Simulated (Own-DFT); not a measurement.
# Computed records: GaAs (zincblende with one plane slipped along a stacking-fault path, atoms displaced)

All values are calculated (Own-DFT development build). A calculation, not a measurement: plane-wave PBE density functional theory by an unreviewed code, no spin, of a simulated periodic cell, stress positive in tension, free energy of the whole cell less one offset for each atom, forces on such cells passed a denser k mesh, this cell's mesh not checked; offsets are fitted by least squares, one for each functional and potential file, so energies compare only between cells with the same atoms and settings and are not formation energies; the far tail of each file's local potential was reset to the Coulomb form; each entry is a single point on an unrelaxed cell, so the pressure reflects the starting lattice, mostly measured values (interpolated for alloys), from which strain is counted, and rises with the displacements; printed positions are rounded, which can move forces by about a meV/angstrom; the program, named Own-DFT, is a retired in-house code; no spin-orbit coupling.

### GaAs (zincblende with one plane slipped along a stacking-fault path, atoms displaced)

```cif
# cell vector a (Å): 5.6533 -5.6533 0.0000
# cell vector b (Å): 0.0000 5.6533 -5.6533
# cell vector c (Å): 11.7777 11.7777 10.3644
data_GaAs
_symmetry_space_group_name_H-M 'P 1'
_symmetry_Int_Tables_number 1
_cell_length_a 7.9950
_cell_length_b 7.9950
_cell_length_c 19.6176
_cell_angle_alpha 87.080
_cell_angle_beta 90.000
_cell_angle_gamma 120.000
_cell_volume 1084.07
loop_
_atom_site_label
_atom_site_type_symbol
_atom_site_fract_x
_atom_site_fract_y
_atom_site_fract_z
_atom_site_occupancy
Ga1 Ga 0.99582 0.99670 0.99880 1
As1 As 0.99439 0.97455 0.12389 1
Ga2 Ga 0.16150 0.31275 0.16637 1
As2 As 0.14303 0.28498 0.29209 1
Ga3 Ga 0.30510 0.11130 0.33260 1
As3 As 0.29835 0.09527 0.45770 1
Ga4 Ga 0.03927 0.08236 0.50089 1
As4 As 0.03201 0.05649 0.62525 1
Ga5 Ga 0.18851 0.38317 0.66650 1
As5 As 0.18426 0.37276 0.79063 1
Ga6 Ga 0.35889 0.19611 0.83255 1
As6 As 0.33225 0.17635 0.95856 1
Ga7 Ga 0.00037 0.50617 0.00279 1
As7 As 0.99151 0.48100 0.12542 1
Ga8 Ga 0.15380 0.80069 0.16613 1
As8 As 0.14505 0.78985 0.29308 1
Ga9 Ga 0.30046 0.60866 0.33331 1
As9 As 0.29989 0.59975 0.45911 1
Ga10 Ga 0.04393 0.58494 0.49954 1
As10 As 0.02579 0.55577 0.62609 1
Ga11 Ga 0.19096 0.89156 0.66884 1
As11 As 0.18467 0.86851 0.79181 1
Ga12 Ga 0.34451 0.69656 0.83237 1
As12 As 0.34416 0.67795 0.96006 1
Ga13 Ga 0.50372 0.99767 0.00042 1
As13 As 0.48235 0.98034 0.12660 1
Ga14 Ga 0.65088 0.30656 0.16707 1
As14 As 0.64633 0.28316 0.29402 1
Ga15 Ga 0.80791 0.11098 0.33432 1
As15 As 0.79921 0.09643 0.45901 1
Ga16 Ga 0.54095 0.08051 0.49996 1
As16 As 0.54144 0.06401 0.62526 1
Ga17 Ga 0.69406 0.38815 0.66864 1
As17 As 0.68571 0.36301 0.78870 1
Ga18 Ga 0.84613 0.20073 0.83442 1
As18 As 0.83774 0.17764 0.95561 1
Ga19 Ga 0.49159 0.49472 0.00062 1
As19 As 0.49520 0.48092 0.12520 1
Ga20 Ga 0.65315 0.80315 0.16359 1
As20 As 0.64143 0.78387 0.29368 1
Ga21 Ga 0.81181 0.60902 0.33454 1
As21 As 0.79400 0.59684 0.45768 1
Ga22 Ga 0.54437 0.58933 0.49866 1
As22 As 0.53010 0.55623 0.62607 1
Ga23 Ga 0.69553 0.89293 0.66570 1
As23 As 0.68054 0.86719 0.78966 1
Ga24 Ga 0.84184 0.69368 0.83390 1
As24 As 0.84107 0.67340 0.95724 1
```

- functional: PBE
- potential files: PseudoDojo norm-conserving, scalar-relativistic, standard set
- wave cutoff: 42 hartree
- occupations: Fermi-Dirac
- smearing width: 0.1 eV
- k mesh: 4 x 4 x 2 centred on Gamma
- free energy of cell above offsets: -12.698 eV
- pressure: 5.67 GPa
- stress xx: -6.52 GPa
- stress yy: -6.6 GPa
- stress zz: -3.88 GPa
- stress yz: -0.34 GPa
- stress xz: -0.73 GPa
- stress xy: 2.4 GPa

Force:
| element | x (eV/Å) | y (eV/Å) | z (eV/Å) |
| --- | --- | --- | --- |
| Ga | 0.012 | 0.127 | -0.17 |
| As | -0.048 | 0.568 | -0.373 |
| Ga | -0.343 | -0.104 | 0.492 |
| As | -0.182 | -0.128 | -0.076 |
| Ga | 0.459 | 0.197 | -0.12 |
| As | -1.632 | -0.972 | -1.63 |
| Ga | 1.967 | 0.684 | 1.663 |
| As | -0.236 | 0.335 | -0.269 |
| Ga | 0.207 | -0.066 | -0.201 |
| As | 0.221 | -0.261 | 0.592 |
| Ga | -0.499 | 0.732 | 0.033 |
| As | 0.087 | -0.759 | 0.295 |
| Ga | -0.053 | -0.773 | -0.091 |
| As | -0.126 | -0.04 | 0.525 |
| Ga | 0.117 | 0.585 | 0.22 |
| As | -0.421 | -0.512 | 0.045 |
| Ga | 0.449 | 0.05 | -0.122 |
| As | -1.645 | -1.606 | -1.926 |
| Ga | 0.707 | 2.237 | 1.835 |
| As | 0.18 | 0.016 | -0.572 |
| Ga | 0.305 | -1.058 | 0.123 |
| As | -0.128 | 0.492 | 0.112 |
| Ga | 0.337 | -0.082 | 0.216 |
| As | -0.817 | 0.006 | 0.036 |
| Ga | -0.006 | 0.627 | -0.446 |
| As | 0.4 | -0.843 | -0.234 |
| Ga | 0.493 | -0.066 | 0.318 |
| As | -0.42 | -0.059 | -0.28 |
| Ga | -0.004 | -0.109 | 0.202 |
| As | -1.642 | -1.299 | -1.963 |
| Ga | 1.337 | 1.554 | 1.754 |
| As | -0.891 | 0.69 | -0.004 |
| Ga | -0.437 | -0.487 | -0.374 |
| As | 0.576 | 0.853 | -0.159 |
| Ga | -0.139 | -1 | 0.097 |
| As | 0.644 | 0.558 | 0.401 |
| Ga | 0.56 | -0.368 | -0.327 |
| As | -0.335 | -0.017 | -0.035 |
| Ga | 0.599 | 0.74 | -0.086 |
| As | -0.27 | -0.578 | -0.1 |
| Ga | -0.375 | 0.394 | -0.265 |
| As | -0.311 | -2.37 | -1.55 |
| Ga | 1.601 | 1.959 | 2.144 |
| As | -0.241 | 0.198 | -0.405 |
| Ga | 0.094 | -0.515 | 0.566 |
| As | 0.446 | 0.32 | -0.043 |
| Ga | -0.143 | -0.403 | -0.175 |
| As | -0.454 | 0.554 | 0.33 |
